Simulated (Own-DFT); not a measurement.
Simulation results for Al3GaN4 (wurtzite random alloy, atoms displaced), Al3GaAs4 (zincblende random alloy, strained, atoms displaced), AlGa3N4 (wurtzite random alloy, strained, atoms displaced)

All values are calculated (Own-DFT development build). A calculation, not a measurement: plane-wave PBE density functional theory by an unreviewed code, no spin, of a simulated periodic cell, stress positive in tension, free energy of the whole cell less one offset for each atom, forces on such cells passed a denser k mesh, this cell's mesh not checked; offsets are fitted by least squares, one for each functional and potential file, so energies compare only between cells with the same atoms and settings and are not formation energies; the far tail of each file's local potential was reset to the Coulomb form; each entry is a single point on an unrelaxed cell, so the pressure reflects the starting lattice, mostly measured values, from which strain is counted, and rises with the displacements; printed positions are rounded, which can move forces by about a meV/angstrom; the program is a retired in-house code; no spin-orbit coupling.

Common to all runs: functional PBE.

(1) Al3GaN4 (wurtzite random alloy, atoms displaced)

```
cell vectors (Å)
   9.3938     0.0000     0.0000
  -4.6969     8.1352     0.0000
   0.0000     0.0000    10.0655
atoms (fractions of the cell vectors)
Al  0.10898  0.21816  0.99827
Al  0.22011  0.10704  0.25787
N   0.12047  0.21847  0.19628
N   0.21326  0.10408  0.42895
Al  0.10556  0.22174  0.49855
Al  0.22939  0.11597  0.76415
N   0.09722  0.20968  0.68940
N   0.20350  0.09980  0.94354
Al  0.11816  0.56828  0.00613
Al  0.22346  0.45424  0.24562
N   0.10932  0.55449  0.16597
N   0.23264  0.45282  0.43789
Ga  0.12169  0.55951  0.49501
Al  0.23469  0.43279  0.75491
N   0.09455  0.53652  0.68231
N   0.23558  0.44352  0.92493
Ga  0.10144  0.88247  0.00393
Al  0.22025  0.78330  0.25231
N   0.12299  0.89769  0.19135
N   0.21336  0.78394  0.44417
Al  0.12607  0.90582  0.52159
Al  0.21136  0.76830  0.75309
N   0.11608  0.89855  0.68773
N   0.22894  0.78480  0.94423
Al  0.44643  0.21601  0.99247
Al  0.54730  0.10042  0.23850
N   0.42555  0.22309  0.19105
N   0.55332  0.13293  0.44952
Al  0.43193  0.21722  0.48169
Ga  0.57555  0.09858  0.75137
N   0.45260  0.22647  0.67228
N   0.54576  0.11037  0.94927
Ga  0.44454  0.55509  0.98551
Ga  0.55857  0.45473  0.25405
N   0.43691  0.54601  0.18356
N   0.55209  0.44262  0.42881
Ga  0.43987  0.55240  0.49936
Al  0.55575  0.43810  0.75201
N   0.43581  0.55149  0.68475
N   0.56942  0.45394  0.94347
Al  0.44274  0.89178  0.99236
Al  0.55304  0.76174  0.24135
N   0.45964  0.88698  0.18725
N   0.55899  0.77648  0.45159
Al  0.42333  0.88539  0.49903
Ga  0.55826  0.77538  0.75130
N   0.42868  0.85903  0.68888
N   0.54810  0.77742  0.94050
Al  0.77461  0.20982  0.98556
Al  0.88694  0.11372  0.24860
N   0.76846  0.21214  0.19132
N   0.89361  0.10212  0.44993
Ga  0.77263  0.22972  0.50173
Al  0.88100  0.10766  0.76591
N   0.76212  0.20645  0.68922
N   0.90395  0.12337  0.94720
Al  0.76310  0.54366  0.99527
Al  0.90328  0.45465  0.24591
N   0.77912  0.54994  0.18120
N   0.88320  0.43211  0.43764
Al  0.76560  0.54733  0.51079
Al  0.88135  0.43561  0.75004
N   0.77797  0.55059  0.68693
N   0.89356  0.44568  0.93945
Al  0.76984  0.87756  0.00702
Al  0.90405  0.80535  0.25106
N   0.77640  0.87673  0.18832
N   0.88155  0.78337  0.43049
Al  0.79122  0.88186  0.50434
Ga  0.88629  0.77557  0.76354
N   0.78901  0.88472  0.68322
N   0.86722  0.76678  0.93103
```

- potential files: PseudoDojo norm-conserving, scalar-relativistic, standard set with the stringent files for Ga
- wave cutoff: 96 hartree
- occupations: Gaussian
- smearing width: 0.01 eV
- k mesh: 4 x 4 x 3 centred on Gamma
- free energy of cell above offsets: -13.084 eV
- pressure: 9.82 GPa
- stress xx: -10.58 GPa
- stress yy: -4.71 GPa
- stress zz: -14.18 GPa
- stress yz: 0.96 GPa
- stress xz: 0.42 GPa
- stress xy: -0.82 GPa

Force:
```csv
element,x (eV/Å),y (eV/Å),z (eV/Å)
Al,1.72,2.233,2.027
Al,-0.176,0.985,-2.683
N,-2.999,0.957,-1.244
N,-0.124,0.586,3.844
Al,0.816,0.236,0.373
Al,-0.423,-0.129,-3.157
N,1.319,0.966,0.845
N,2.133,1.487,-0.445
Al,0.164,-1.324,-7.792
Al,0.837,-1.921,0.033
N,0.8,0.611,8.753
N,-1.953,-2.471,-1.992
Ga,-1.86,-0.936,1.101
Al,-3.255,-0.562,-3.751
N,0.94,1.258,2.088
N,-2.862,-1.134,3.627
Ga,-0.203,-0.451,-0.269
Al,1.388,-0.236,-0.454
N,-0.888,-1.232,0.207
N,-0.086,-0.034,-1.659
Al,-2.034,-1.135,-5.483
Al,0.247,-0.639,-0.685
N,0.91,-0.849,4.975
N,-0.993,-1.072,-1.152
Al,-3.728,2.061,2.734
Al,-0.504,2.356,1.639
N,3.21,-0.763,-1.481
N,1.853,-4.7,-2.613
Al,-1.288,2.173,1.491
Ga,-8.135,-3.577,0.735
N,-1.203,-0.629,2.813
N,3.224,-0.894,-1.778
Ga,0.751,-0.239,2.3
Ga,1.243,-1.114,-3.007
N,-0.88,1.417,-0.464
N,0.445,-0.212,4.051
Ga,2.008,1.271,-0.024
Al,-0.352,0.263,-1.284
N,2.503,-0.699,1.974
N,-3.492,-4.217,-2.951
Al,0.618,-0.648,1.76
Al,0.031,1.152,2.218
N,-2.302,-1.185,-0.228
N,-1.054,1.418,-2.107
Al,4.028,1.343,0.383
Ga,0.95,-0.711,-1.564
N,-1.391,2.318,0.01
N,1.035,1.963,0.321
Al,-0.902,2.564,3.33
Al,0.628,-0.531,1.11
N,0.792,1.12,-1.198
N,-1.857,0.592,-2.036
Ga,1.574,-3.158,-0.663
Al,2.072,-0.399,-3.455
N,5.998,3.898,0.357
N,-2.39,-3.183,-0.727
Al,4.89,2.222,2.271
Al,-2.545,-2.09,-0.053
N,0.629,1.573,0.485
N,-0.026,4.157,-1.349
Al,0.709,0.92,-3.714
Al,0.712,0.419,-0.153
N,-0.443,-0.45,1.726
N,-0.387,-0.682,-0.531
Al,-0.269,0.791,-0.796
Al,1.371,-3.435,0.487
N,-1.522,1.859,-0.593
N,3.951,-2.346,1.139
Al,-3.969,1.546,-0.492
Ga,1.109,0.046,-5.73
N,-2.003,1.129,2.56
N,0.888,0.097,5.99
```

(2) Al3GaAs4 (zincblende random alloy, strained, atoms displaced)

```
cell vectors (Å)
  11.3684     0.1982     0.1401
   0.1982    11.1316    -0.0305
   0.1401    -0.0305    11.1682
atoms (fractions of the cell vectors)
Al  0.99989  0.99491  0.99545
Al  0.00112  0.25302  0.24668
Al  0.24646  0.00026  0.24680
Al  0.24319  0.25343  0.00044
As  0.12953  0.12407  0.13038
As  0.12825  0.37024  0.37390
As  0.38037  0.12667  0.37721
As  0.37590  0.37702  0.12763
Al  0.99726  0.99531  0.50042
Al  0.00031  0.25066  0.75756
Al  0.24962  0.00802  0.74486
Ga  0.25320  0.24328  0.49287
As  0.12193  0.12776  0.62647
As  0.12791  0.37021  0.88042
As  0.37815  0.12725  0.87524
As  0.37724  0.38429  0.61851
Al  0.99417  0.50608  0.00546
Al  0.00612  0.74901  0.24714
Al  0.24788  0.50341  0.25034
Al  0.24496  0.74683  0.00036
As  0.13116  0.62396  0.12101
As  0.12481  0.88131  0.37891
As  0.37462  0.62719  0.38180
As  0.37634  0.87064  0.12369
Al  0.99168  0.50705  0.50569
Al  0.00586  0.74808  0.75245
Al  0.25569  0.50314  0.74644
Ga  0.25437  0.74962  0.49767
As  0.12362  0.62135  0.62429
As  0.12206  0.86866  0.87771
As  0.38144  0.61883  0.87512
As  0.37977  0.87881  0.62519
Al  0.49765  0.00476  0.99381
Al  0.50577  0.24829  0.25250
Al  0.75703  0.99355  0.25039
Ga  0.74917  0.24851  0.00216
As  0.62086  0.11666  0.11975
As  0.62482  0.37973  0.38320
As  0.87373  0.11896  0.37234
As  0.88318  0.38583  0.12294
Ga  0.49890  0.99808  0.50290
Al  0.49942  0.25344  0.75094
Ga  0.74956  0.00580  0.76041
Al  0.75065  0.24287  0.49878
As  0.62489  0.11835  0.62312
As  0.62983  0.37604  0.86604
As  0.88180  0.12929  0.87645
As  0.87590  0.37566  0.61962
Ga  0.49300  0.50395  0.99724
Al  0.50882  0.75747  0.24765
Ga  0.74551  0.50115  0.24970
Al  0.74788  0.75468  0.99441
As  0.62526  0.63442  0.12524
As  0.62119  0.87508  0.37337
As  0.87760  0.62722  0.37927
As  0.87772  0.87342  0.12861
Al  0.49806  0.50252  0.49537
Ga  0.49880  0.74552  0.75230
Al  0.74919  0.50166  0.74725
Al  0.74883  0.75274  0.49321
As  0.62547  0.62721  0.62681
As  0.62336  0.87095  0.87100
As  0.86791  0.62345  0.87754
As  0.87247  0.88094  0.62639
```

- potential files: PseudoDojo norm-conserving, scalar-relativistic, standard set
- wave cutoff: 42 hartree
- occupations: Fermi-Dirac
- smearing width: 0.1 eV
- k mesh: 3 x 3 x 3 centred on Gamma
- free energy of cell above offsets: -16.739 eV
- pressure: 5.64 GPa
- stress xx: -4.95 GPa
- stress yy: -6.07 GPa
- stress zz: -5.91 GPa
- stress yz: -0.01 GPa
- stress xz: 1.94 GPa
- stress xy: 3.35 GPa

Force:
```csv
element,x (eV/Å),y (eV/Å),z (eV/Å)
Al,0.01,0.719,1.241
Al,-0.28,-0.014,0.685
Al,1.107,-0.251,0.936
Al,1.33,-0.617,1.052
As,-0.865,-0.041,-1.438
As,-0.759,0.803,0.068
As,0.187,-1.157,-1.17
As,0.076,-0.519,-0.282
Al,-0.163,1.004,0.776
Al,0.186,1.011,-0.711
Al,0.054,-0.501,0.887
Ga,-0.5,1.048,1.349
As,-0.094,-0.182,-0.804
As,-0.814,1.543,-1.057
As,-0.939,0.368,-0.527
As,-0.096,-1.548,0.045
Al,1.219,0.464,-1.093
Al,-0.058,0.202,0.839
Al,0.42,-0.188,0.797
Al,1.262,0.403,-0.188
As,-0.779,-0.402,0.182
As,0.503,-1.086,-0.883
As,0.608,-0.198,-2.168
As,-0.259,0.362,-0.525
Al,1.194,-0.841,-0.405
Al,-1.246,0.139,-0.122
Al,-0.677,-0.27,0.717
Ga,-0.845,0.952,1.125
As,0.49,0.27,-0.189
As,1.012,0.457,-1.001
As,-1.655,1.187,-0.724
As,-0.78,-0.863,0.301
Al,-0.053,-1.041,0.476
Al,-0.066,0.638,0.022
Al,-1.259,0.723,0.287
Ga,-0.044,0.663,0.243
As,0.956,0.248,0.576
As,0.635,-1.125,-1.217
As,0.564,0.471,-0.471
As,-1.462,-1.593,0.683
Ga,0.236,0.41,-0.109
Al,0.023,0.151,-0.573
Ga,0.053,-0.083,-0.348
Al,-0.14,0.526,0.458
As,-0.013,0.619,0.347
As,-0.459,-0.232,0.944
As,-0.651,-0.686,0.245
As,-0.197,-0.838,0.581
Ga,1.649,-1.025,1.16
Al,-1.496,-0.336,0.781
Ga,0.272,0.355,0.332
Al,0.181,0.239,1.072
As,0.291,-1.218,-0.918
As,0.737,0.367,-0.12
As,-0.089,-0.006,-1.4
As,0.255,-0.647,-1.28
Al,0.264,0.814,1.181
Ga,-0.1,0.594,-0.164
Al,0.336,0.087,-0.061
Al,-0.148,0.375,1.252
As,0.132,-0.273,-1.127
As,-0.196,0.596,0.094
As,0.883,-0.03,-0.831
As,0.056,-0.997,0.174
```

(3) AlGa3N4 (wurtzite random alloy, strained, atoms displaced)

```
cell vectors (Å)
   9.5092     0.0000     0.0000
  -4.7546     8.2353     0.0000
   0.0000     0.0000    10.3969
atoms (fractions of the cell vectors)
Ga  0.11702  0.22336  0.99652
Al  0.21949  0.11721  0.23352
N   0.10936  0.22166  0.18824
N   0.21327  0.11118  0.43628
Ga  0.10551  0.22609  0.49559
Al  0.23709  0.11492  0.75246
N   0.10259  0.21252  0.68360
N   0.21463  0.10778  0.93991
Ga  0.11327  0.55911  0.00616
Ga  0.22048  0.45388  0.24877
N   0.10425  0.55711  0.17894
N   0.21269  0.43975  0.44089
Ga  0.11286  0.55921  0.49693
Ga  0.22891  0.44536  0.74552
N   0.10959  0.55960  0.68821
N   0.21945  0.43968  0.94137
Ga  0.11661  0.89307  0.99141
Ga  0.22222  0.77403  0.23817
N   0.10740  0.88631  0.18712
N   0.21060  0.77666  0.43507
Ga  0.11376  0.88844  0.49977
Ga  0.22344  0.77139  0.75766
N   0.12320  0.89806  0.68879
N   0.22797  0.77683  0.94196
Ga  0.44776  0.21385  0.00191
Ga  0.56826  0.12104  0.25061
N   0.44506  0.22367  0.19032
N   0.55288  0.11006  0.44581
Ga  0.44486  0.22812  0.49414
Ga  0.56353  0.11425  0.75389
N   0.44499  0.22541  0.69205
N   0.55523  0.11877  0.94305
Ga  0.44483  0.55320  0.00518
Ga  0.55422  0.43870  0.24815
N   0.43564  0.55860  0.18932
N   0.55559  0.44403  0.44565
Ga  0.43181  0.54934  0.50282
Al  0.56104  0.44035  0.75200
N   0.44744  0.55949  0.69048
N   0.55850  0.44392  0.94245
Ga  0.44041  0.88748  0.00683
Al  0.55036  0.76988  0.25793
N   0.45394  0.89652  0.18634
N   0.54880  0.78589  0.43410
Al  0.43468  0.87471  0.50778
Ga  0.55293  0.78476  0.74738
N   0.45134  0.90227  0.69644
N   0.55275  0.78111  0.93856
Ga  0.77576  0.22378  0.98982
Al  0.88490  0.10994  0.26342
N   0.77395  0.21415  0.18887
N   0.88160  0.10893  0.43081
Al  0.77344  0.22020  0.48774
Al  0.88908  0.10395  0.74777
N   0.78502  0.22654  0.69433
N   0.88364  0.10602  0.93427
Ga  0.78126  0.54772  0.00336
Ga  0.88157  0.44739  0.24984
N   0.76769  0.55313  0.19535
N   0.88593  0.43834  0.43977
Ga  0.78408  0.55493  0.50247
Al  0.88696  0.44289  0.74929
N   0.77410  0.55335  0.69414
N   0.89038  0.44819  0.92980
Ga  0.77818  0.88782  0.00226
Ga  0.88815  0.77918  0.25103
N   0.77345  0.88153  0.19322
N   0.88976  0.77572  0.43632
Ga  0.77740  0.89092  0.50047
Ga  0.87814  0.77876  0.74689
N   0.77498  0.88967  0.68608
N   0.88406  0.76736  0.93964
```

* potential files: PseudoDojo norm-conserving, scalar-relativistic, standard set with the stringent files for Ga
* wave cutoff: 96 hartree
* occupations: Gaussian
* smearing width: 0.01 eV
* k mesh: 4 x 4 x 3 centred on Gamma
* free energy of cell above offsets: -10.419 eV
* pressure: 4.28 GPa
* stress xx: -5.18 GPa
* stress yy: -5.79 GPa
* stress zz: -1.88 GPa
* stress yz: -0.04 GPa
* stress xz: 1.07 GPa
* stress xy: 0.4 GPa

Force:
```csv
element,x (eV/Å),y (eV/Å),z (eV/Å)
Ga,-2.061,-0.352,0.732
Al,0.782,-1.26,2.195
N,-1.113,0.157,0.317
N,0.743,0.396,-1.361
Ga,0.698,-1.805,0.793
Al,-2.05,-0.566,-0.653
N,1.038,0.448,0.989
N,1.903,0.774,-1.373
Ga,0.079,-1.136,-2.995
Ga,-0.144,-1.7,0.073
N,-0.094,-0.664,2.705
N,0.196,1.346,-1.165
Ga,-0.922,-0.191,0.874
Ga,-1.373,-0.955,0.821
N,0.159,-1.017,-0.056
N,0.114,1.101,-0.763
Ga,-1.063,-1.763,1.076
Ga,-0.294,1.778,1.329
N,0.442,1.164,-0.651
N,2.833,-0.205,-0.387
Ga,-1.142,1.22,0.438
Ga,-0.705,1.149,-0.807
N,-0.63,-0.593,0.786
N,-0.882,0.087,-0.153
Ga,-2.521,1.974,0.485
Ga,-1.974,-1.761,1.052
N,-0.557,-1.061,-0.235
N,0.444,-0.848,-0.422
Ga,-0.614,-1.779,1.019
Ga,-0.61,1.313,-0.238
N,0.523,0.534,-0.002
N,1.471,-2.05,-1.1
Ga,-0.097,0.487,-1.09
Ga,-1.726,0.675,1.207
N,1.261,0.261,0.828
N,-0.396,1.328,-1.228
Ga,1.39,0.715,-0.176
Al,-1.17,0.474,0.411
N,0.95,-0.382,-0.112
N,-0.331,-0.483,-0.86
Ga,1.42,0.724,-0.817
Al,0.088,1.387,-1.684
N,-0.022,-1.154,1.508
N,0.487,-1.246,1.139
Al,-1.189,2.182,-0.588
Ga,0.687,-0.711,1.234
N,-0.597,-1.995,-1.982
N,0.447,-0.497,-0.088
Ga,1.305,-0.054,1.075
Al,0.63,-0.51,-4.46
N,1.881,1.669,-0.478
N,-0.488,0.529,2.424
Al,-0.036,-0.246,2.042
Al,-0.496,1.22,0.392
N,0.482,-0.368,-1.339
N,0.546,0.359,-0.484
Ga,-1.156,0.766,-0.013
Ga,0.796,-0.837,0.122
N,1.251,0.484,-1.128
N,0.271,-0.084,-0.42
Ga,-1.037,0.169,0.338
Al,0.41,0.54,-0.446
N,0.722,-0.299,-0.554
N,0.876,-0.417,0.622
Ga,-0.178,-0.34,0.299
Ga,0.272,-0.035,-0.104
N,-1.225,1.074,0.441
N,-0.598,0.108,0.937
Ga,0.098,-0.733,-0.606
Ga,2.149,-0.2,0.837
N,-0.408,0.621,-0.182
N,0.054,1.084,-0.343
```
